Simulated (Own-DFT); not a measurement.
# Which defects push the lattice out? zincblende GaAs

No measurement is shown. These are fixed-geometry runs of a retired plane-wave code named Own-DFT, which no person has reviewed; spin and spin-orbit coupling are neglected.

All runs used: PBE; PseudoDojo norm-conserving scalar-relativistic files; cutoff 42 hartree; 3 x 3 x 3 k mesh centred on Gamma; Fermi-Dirac smearing of 0.1 eV.

Limits (not all hold for every row): not probed for a lower state with spin; forces not confirmed at this smearing and k mesh; stress not checked against mesh or cutoff.

All runs share one cell, with vectors in Å (11.737, 0.000, 0.000); (0.000, 11.737, 0.000); (0.000, 0.000, 10.833) and a volume of 1492.4 Å³, strained against the parent crystal. u is the rms random offset of the atoms per axis. The defect's site can differ from row to row.

```
cell,formula,u (Å),P (GPa)
no defect,As32Ga32,0.0301,1.25
no defect,As32Ga32,0.0307,1.30
no defect,As32Ga32,0.0486,1.54
one As vacancy and one Ga vacancy,As31Ga31,0.0302,0.90
one As vacancy and one Ga vacancy,As31Ga31,0.0322,?
one As vacancy and one Ga vacancy,As31Ga31,0.0486,1.17
one As vacancy and one Ga vacancy,As31Ga31,0.0539,1.23
one Al on a Ga site,AlAs32Ga31,0.0308,1.24
one Al on a Ga site,AlAs32Ga31,0.0498,1.51
one Al on a Ga site,AlAs32Ga31,0.0498,1.49
```

## Analysis

P = P0 + c u² + a shift for each defect gives P0 = 1.12 GPa, c = 174 ± 8 GPa/Å² and a scatter of 0.02 GPa. The shifts, and each times the cell's volume:

- one Al on a Ga site: -0.05 ± 0.02 GPa, -0.5 eV
- one As vacancy and one Ga vacancy: -0.37 ± 0.02 GPa, -3.5 eV

A positive shift means that the defect pushes the cell outwards. Shift times volume (160.2 GPa Å³ is 1 eV) depends little on the cell's size, so, taken for each site, it can be compared between cells at like pressure. The atoms around the defects weren't relaxed, which would change these numbers.

## Test on the hidden row

Q: what pressure belongs in the blank (one As vacancy and one Ga vacancy, u = 0.0322 Å)?

The fit gives 0.92 ± 0.02 GPa. DFT gave 0.97 GPa.
